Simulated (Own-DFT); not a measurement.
# Biaxial strain at fixed height in diamond-structure GeSn with randomly placed atoms, 64 atoms (Ge60Sn4)

Everything here is calculated. The program is Own-DFT (plane waves, in-house, since retired, never reviewed by a person); positions were held fixed, and spin and spin-orbit coupling were off.

Settings: PBE; PseudoDojo norm-conserving scalar-relativistic files; cutoff 49 hartree; 3 x 3 x 3 k mesh centred on Gamma; Fermi-Dirac smearing of 0.1 eV.

Known weak points: forces on such cells moved up to 12 meV/angstrom on a denser k mesh; stress not checked against mesh or cutoff.

Unstrained cell vectors in Å: (11.420, 0.000, 0.000); (0.000, 11.420, 0.000); (0.000, 0.000, 11.420). The unstrained cell has measured lattice constants (interpolated for alloys), not those of this functional. That, the random moves and any unrelaxed bonds set the pressure at no strain. Each run strains x and y alike by e, as a substrate would, and holds the height along z. All atoms carry random offsets, Gaussian with a width of 0.05 Å per axis. The random placing of the alloy's atoms differs from row to row. Stress is positive in tension.

| e (%) | u (Å) | (s_xx + s_yy)/2 (GPa) | s_zz (GPa) |
|---|---|---|---|
| -2.75 | 0.055 | -10.41 | -8.39 |
| -2.50 | 0.049 | ? | ? |
| -2.00 | 0.046 | -8.66 | -7.51 |
| -1.75 | 0.047 | -8.25 | -7.06 |
| -0.50 | 0.051 | -5.65 | -5.40 |
| -0.25 | 0.049 | -5.34 | -5.22 |
| 1.25 | 0.052 | -2.84 | -3.44 |
| 1.75 | 0.054 | -2.24 | -3.15 |
| 2.75 | 0.050 | -0.63 | -2.22 |
| 3.00 | 0.054 | -0.36 | -2.04 |

## Worked fit

With e as a fraction, the in-plane stress is -4.9 + 175 e - 862 e² GPa (errors 2 and 110, scatter 0.10), and s_zz is -4.9 + 113 e - 621 e² GPa (slope ± 1, scatter 0.09). At e = 0 the first slope is C11 + C12 and the second 2 C12, both with the ions held to the strained lattice and at the cell's own pressure. The term in e² is negative: the layer stiffens under compression and softens under tension. A free layer would change its height as e changes, and the in-plane slope would drop by 2 C12²/C11 to the biaxial modulus. At fixed height, a misfit of 1 % moves the in-plane stress by about 1.8 GPa and s_zz by 1.1 GPa.

## Check

Question: what are the two stresses at e = -2.50 %?

From the fit: -9.8 and -8.1 GPa. Computed: -9.71 and -7.99 GPa.
